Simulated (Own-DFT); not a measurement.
# What a defect does to the pressure of its cell: D0_22 TiAl3

Calculated, not measured: single-point runs of Own-DFT, a retired in-house plane-wave DFT program that no person has reviewed, on unrelaxed cells, without spin or spin-orbit coupling.

Method: PBEsol; PseudoDojo norm-conserving scalar-relativistic files, made for PBE; cutoff 42 hartree; 4 x 4 x 4 k mesh centred on Gamma; cold (Marzari-Vanderbilt) smearing of 0.2 eV.

Caveats: forces on such cells failed a check on a denser k mesh; stress not checked against mesh or cutoff.

All runs share one cell, with vectors in Å (-2.365, -6.981, 4.326); (-7.667, 3.491, 1.442); (-2.950, -3.488, -7.241) and a volume of 625.4 Å³. The atoms are randomly displaced, by u rms on each axis. The defect's site can differ from row to row.

| cell | formula | u (Å) | P (GPa) |
|---|---|---|---|
| no defect | Al30Ti10 | 0.0195 | 0.06 |
| no defect | Al30Ti10 | 0.0200 | 0.08 |
| no defect | Al30Ti10 | 0.0461 | 0.60 |
| one Ti vacancy | Al30Ti9 | 0.0291 | 0.19 |
| one Ti vacancy | Al30Ti9 | 0.0328 | 0.18 |
| one Ti vacancy | Al30Ti9 | 0.0450 | 0.29 |
| two Al on a Ti site each | Al32Ti8 | 0.0296 | 1.18 |
| two Al on a Ti site each | Al32Ti8 | 0.0320 | 1.22 |
| two Al on a Ti site each | Al32Ti8 | 0.0482 | 1.53 |
| two Ti on an Al site each | Al28Ti12 | 0.0280 | 1.17 |
| two Ti on an Al site each | Al28Ti12 | 0.0485 | 1.45 |
| two Ti on an Al site each | Al28Ti12 | 0.0540 | 1.89 |
| two Al vacancies | Al28Ti10 | 0.0295 | -0.52 |
| two Al vacancies | Al28Ti10 | 0.0301 | -0.70 |
| two Al vacancies | Al28Ti10 | 0.0478 | -0.46 |
| two Al vacancies | Al28Ti10 | 0.0530 | ? |

## Fit

P = P0 + c u² + a shift for each defect gives P0 = 0.01 GPa, c = 239 ± 40 GPa/Å² and a scatter of 0.11 GPa. The shifts, and each times the cell's volume:

- two Ti on an Al site each: 1.01 ± 0.10 GPa, 3.9 eV (2.0 eV for each of its 2 sites)
- two Al on a Ti site each: 0.96 ± 0.09 GPa, 3.7 eV (1.9 eV for each of its 2 sites)
- one Ti vacancy: -0.11 ± 0.09 GPa, -0.4 eV (not resolved)
- two Al vacancies: -0.90 ± 0.09 GPa, -3.5 eV (-1.8 eV for each of its 2 sites)

Against the defect-free cell, a freed cell would be larger where the shift is positive and smaller where it is negative (160.2 GPa Å³ is 1 eV). The atoms around the defects weren't relaxed, which would change these numbers.

## Withheld run

Asked: what pressure belongs in the blank (two Al vacancies, u = 0.0530 Å)?

From the fit: -0.21 ± 0.14 GPa. DFT gave 0.13 GPa.
